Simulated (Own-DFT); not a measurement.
# Strain and stress in wurtzite GaN, 96 atoms (Ga48N48)

All numbers below are calculated, not measured. The program, named Own-DFT, is a retired in-house plane-wave density functional code that no person has reviewed. Each row is one single-point run on a periodic cell that was not relaxed, without spin or spin-orbit coupling.

Settings of every run: PBE; PseudoDojo norm-conserving scalar-relativistic files (stringent for Ga); cutoff 96 hartree; 3 x 4 x 3 k mesh centred on Gamma; Gaussian smearing of 0.01 eV.

Known limits: forces on such cells passed a denser k mesh, each cell not checked; stress not checked against mesh or cutoff.

Unstrained cell vectors in Å: (12.756, 0.000, 0.000); (-4.784, 8.285, 0.000); (0.000, 0.000, 10.370). The unstrained cell has measured lattice constants (interpolated for alloys), not those of this functional. That, the random moves and any unrelaxed bonds set the pressure at no strain. Each run strains this cell uniformly, with the atoms carried along. Every atom was also moved at random, by a Gaussian of width 0.05 Å on each axis. Strain is the symmetric tensor, in per cent. Stress is positive in tension, and the pressure is minus a third of its trace.

```
run  e_xx (%)  e_yy (%)  e_zz (%)  s_xx (GPa)  s_yy (GPa)  s_zz (GPa)  P (GPa)  E (meV/atom)
  1      0.00      0.00     -0.25       -5.67       -8.29       -9.96     7.97          30.5
  2      0.00      0.00     -0.50       -6.14       -8.81       -9.35     8.10          19.9
  3      0.00      0.00     -0.50       -7.38       -7.03      -10.75     8.39          30.7
  4      0.00      0.00      0.75       -5.65       -7.08       -3.72     5.48           6.1
  5      0.00      0.00      0.75       -5.11       -5.55       -5.89     5.52          10.6
  6      0.00      0.00      1.75       -4.90       -7.42        0.75     3.86           9.2
  7      0.00      0.00      2.75       -3.83       -4.59        3.56     1.62           2.1
  8      0.00      0.00      2.75       -5.64       -3.40        3.73     1.77           0.0
  9      0.00      0.00     -1.25       -7.82       -7.27      -13.12     9.40          18.3
 10      0.00      0.00     -1.25       -7.44       -8.56      -14.13    10.04          37.7
 11      0.00      0.00      1.75       -6.53       -6.60        0.54     4.20          17.0
 12      0.00      0.00     -0.25       -7.41       -6.04       -9.65     7.70          18.4
 13      0.00      0.00      1.50           ?           ?           ?        ?             ?
```

E is the free energy for each atom above the lowest run shown.

## Worked fit

The change of volume is close to e_xx + e_yy + e_zz. A straight line through the runs shown gives P = 7.25 - 199 x (fractional change of volume) GPa, with an error of 5 on the slope and a scatter of 0.26 GPa. The strain isn't the same on all axes and the cell isn't cubic, so the slope belongs to this path and is not the bulk modulus.

## Withheld run

Question: what pressure should run 13 give? Its volume changes by 1.50 %.

The line gives 4.3 GPa. The calculation gave 4.86 GPa.
